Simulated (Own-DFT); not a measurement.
## Calculated data, Al₃₂O₄₇ (corundum with one vacancy, atoms displaced)

Computed with Own-DFT development build. A calculation, not a measurement: plane-wave PBE density functional theory by an unreviewed code, no spin, of a simulated periodic cell, stress positive in tension, free energy of the whole cell less one offset for each atom, defect cell not probed for a lower state with spin; oxygen file: force components 24 meV/angstrom off all-electron in one glass; forces on such cells passed a denser k mesh, this cell's mesh not checked; offsets are fitted by least squares, one for each functional and potential file, so energies compare only between cells with the same atoms and settings and are not formation energies; the far tail of each file's local potential was reset to the Coulomb form; each entry is a single point on an unrelaxed cell, so the pressure reflects the starting lattice, mostly measured values, from which strain is counted, and rises with the displacements; printed positions are rounded, which can move forces by about a meV/angstrom; the program is a retired in-house code; no spin-orbit coupling; before rounding, a Quantum ESPRESSO 7.3.1 run of the same cell and cutoff gave forces within 1 meV/angstrom rms on each cell, which checks the program and not the settings.

### Al₃₂O₄₇ (corundum with one vacancy, atoms displaced)

```
Al32O47
1.0
      5.4940     0.0000     8.6604
     -2.7470     4.7579     8.6604
     -2.7470    -4.7579     8.6604
Al O Al O Al O Al O Al O Al O Al O Al O
4 6 4 6 4 6 4 6 4 6 4 5 4 6 4 6
Direct
  0.17770 0.17822 0.17307
  0.32380 0.31903 0.32733
  0.42994 0.42913 0.42364
  0.08097 0.07106 0.07304
  0.27765 0.47216 0.12930
  0.46903 0.12767 0.27967
  0.12314 0.28159 0.46527
  0.22438 0.02039 0.37786
  0.02810 0.37270 0.22587
  0.37895 0.22100 0.02256
  0.17364 0.17361 0.68041
  0.32160 0.32315 0.82981
  0.42558 0.42480 0.92693
  0.07123 0.07450 0.57771
  0.28073 0.47103 0.62581
  0.47363 0.12528 0.77712
  0.12093 0.27807 0.97573
  0.22847 0.01941 0.87720
  0.03396 0.37867 0.71499
  0.37589 0.22232 0.52789
  0.18172 0.67893 0.17083
  0.32429 0.82099 0.31966
  0.42871 0.92561 0.42307
  0.07557 0.57058 0.07913
  0.27673 0.97677 0.12293
  0.46925 0.62316 0.27570
  0.12574 0.78067 0.46801
  0.22443 0.52239 0.37606
  0.03200 0.87463 0.21810
  0.37659 0.72349 0.02070
  0.17794 0.67499 0.68071
  0.31615 0.82784 0.82881
  0.43186 0.92865 0.92228
  0.07632 0.57812 0.56971
  0.27835 0.97030 0.62660
  0.48129 0.62241 0.77359
  0.12691 0.77513 0.97036
  0.21997 0.52599 0.87307
  0.02635 0.87942 0.72469
  0.37524 0.72333 0.53101
  0.66963 0.18538 0.17565
  0.82097 0.32366 0.32629
  0.92518 0.42752 0.42794
  0.57697 0.07069 0.06930
  0.77584 0.47193 0.12478
  0.97197 0.12121 0.27987
  0.62973 0.27484 0.47148
  0.72270 0.03599 0.37214
  0.52776 0.37303 0.22185
  0.87462 0.22286 0.02758
  0.67825 0.17580 0.67699
  0.82762 0.31537 0.82994
  0.92436 0.42980 0.92298
  0.57181 0.07680 0.57464
  0.77911 0.46788 0.62660
  0.96929 0.12292 0.78468
  0.62414 0.28323 0.96901
  0.52888 0.37263 0.71910
  0.87667 0.22003 0.52821
  0.67412 0.67910 0.17304
  0.81905 0.82742 0.32661
  0.92220 0.92472 0.42815
  0.57298 0.57457 0.07059
  0.77716 0.97316 0.11541
  0.97444 0.62519 0.27688
  0.62372 0.78173 0.46756
  0.72452 0.52117 0.37646
  0.52832 0.87259 0.22377
  0.86896 0.72140 0.03137
  0.67587 0.67770 0.67539
  0.82278 0.82138 0.82510
  0.92495 0.92985 0.92573
  0.57251 0.56996 0.57597
  0.78037 0.97325 0.62188
  0.97088 0.62467 0.77650
  0.62442 0.77953 0.97230
  0.71997 0.52863 0.87895
  0.52809 0.87977 0.71659
  0.87839 0.72397 0.52462
```

- functional: PBE
- potential files: PseudoDojo norm-conserving, scalar-relativistic, standard set
- wave cutoff: 72 hartree
- occupations: Fermi-Dirac
- smearing width: 0.1 eV
- k mesh: 3 x 3 x 3 centred on Gamma
- pressure: withheld

## Withheld values
1. Al₃₂O₄₇ (corundum with one vacancy, atoms displaced): pressure?
2. Give the table of force values for Al₃₂O₄₇ (corundum with one vacancy, atoms displaced).

Answers
1. 6.94 GPa
2. 
Force:
```
element  x (eV/Å)  y (eV/Å)  z (eV/Å)
     Al    -0.737    -1.182     0.121
     Al    -0.685     0.387     0.692
     Al    -0.293    -1.202    -0.896
     Al    -1.193    -0.042    -0.176
      O     0.724     0.619    -0.907
      O     0.926    -0.115    -0.564
      O      0.16    -1.453     0.527
      O    -0.339     0.822     0.183
      O     0.423     0.504    -0.238
      O    -0.707    -0.328     0.291
     Al     0.779     0.799     0.449
     Al     0.708     0.759    -0.855
     Al     0.234     0.438     0.534
     Al     0.858     0.785    -0.434
      O    -0.118     0.259      0.02
      O    -0.333     0.005    -0.029
      O      0.47     0.406     0.075
      O    -1.137     1.002     0.129
      O     -0.54    -1.031    -0.487
      O    -0.298    -0.305    -0.236
     Al    -0.676    -1.255    -0.386
     Al    -0.824    -0.039     1.038
     Al    -0.853    -0.182     -0.33
     Al    -0.534      0.29    -0.317
      O     1.001    -0.217    -0.161
      O     0.028     0.767      0.74
      O    -0.048    -0.665    -0.085
      O    -0.281      0.77     0.376
      O    -0.301    -0.005    -0.175
      O     0.221    -0.516     0.721
     Al     0.074     1.119    -0.695
     Al     1.918     0.286     -0.35
     Al     -0.22    -0.034    -0.572
     Al     0.616    -0.253     0.023
      O    -0.493     0.354     0.087
      O    -1.335     -0.29    -0.293
      O    -0.433    -0.027    -0.187
      O    -0.358    -0.929      1.33
      O     0.162    -0.734    -0.694
      O     0.207    -0.265     -0.61
     Al     1.081    -0.617    -0.525
     Al     1.016     0.116     0.087
     Al     0.016      0.18    -0.414
     Al     0.746     0.509    -0.023
      O    -0.055      0.01     0.176
      O    -0.036     0.472     0.346
      O    -0.883     0.237    -0.366
      O      0.33    -0.293    -1.051
      O    -0.617     0.705     0.748
      O     0.422    -0.068     -0.03
     Al     0.242    -0.971     0.097
     Al     -0.86     1.399     0.078
     Al     0.041    -0.611    -0.024
     Al     0.244      0.28     0.054
      O     -0.05     0.071     0.506
      O     0.787     0.702     0.215
      O    -0.068    -0.607    -0.119
      O    -0.622     0.023     0.517
      O    -0.116    -0.178     0.191
     Al     0.322    -0.999      0.13
     Al      0.99     0.618    -0.372
     Al     0.508     0.822     0.614
     Al    -0.099    -0.579     0.158
      O    -0.961     -1.08     1.536
      O    -0.623     0.115     0.022
      O     0.551    -0.417      0.48
      O     -0.81     0.742     0.093
      O    -0.012     0.222     -0.36
      O     0.981     0.426     0.457
     Al     0.048    -0.324    -0.271
     Al     0.095     0.708     0.653
     Al     0.494    -0.764    -1.222
     Al     0.303     0.268     0.435
      O    -0.316    -0.812     0.099
      O     -0.06     0.421     0.574
      O    -0.168    -0.008    -0.258
      O     0.746     0.739    -0.457
      O     0.301    -0.553     0.129
      O     -0.68    -0.206    -0.565
```

Further results for Al₃₂O₄₇ (corundum with one vacancy, atoms displaced):

- free energy of cell above offsets: -57.004 eV
- stress xx: -7.49 GPa
- stress yy: -7.23 GPa
- stress zz: -6.09 GPa
- stress yz: -0.88 GPa
- stress xz: -0.18 GPa
- stress xy: -0.35 GPa
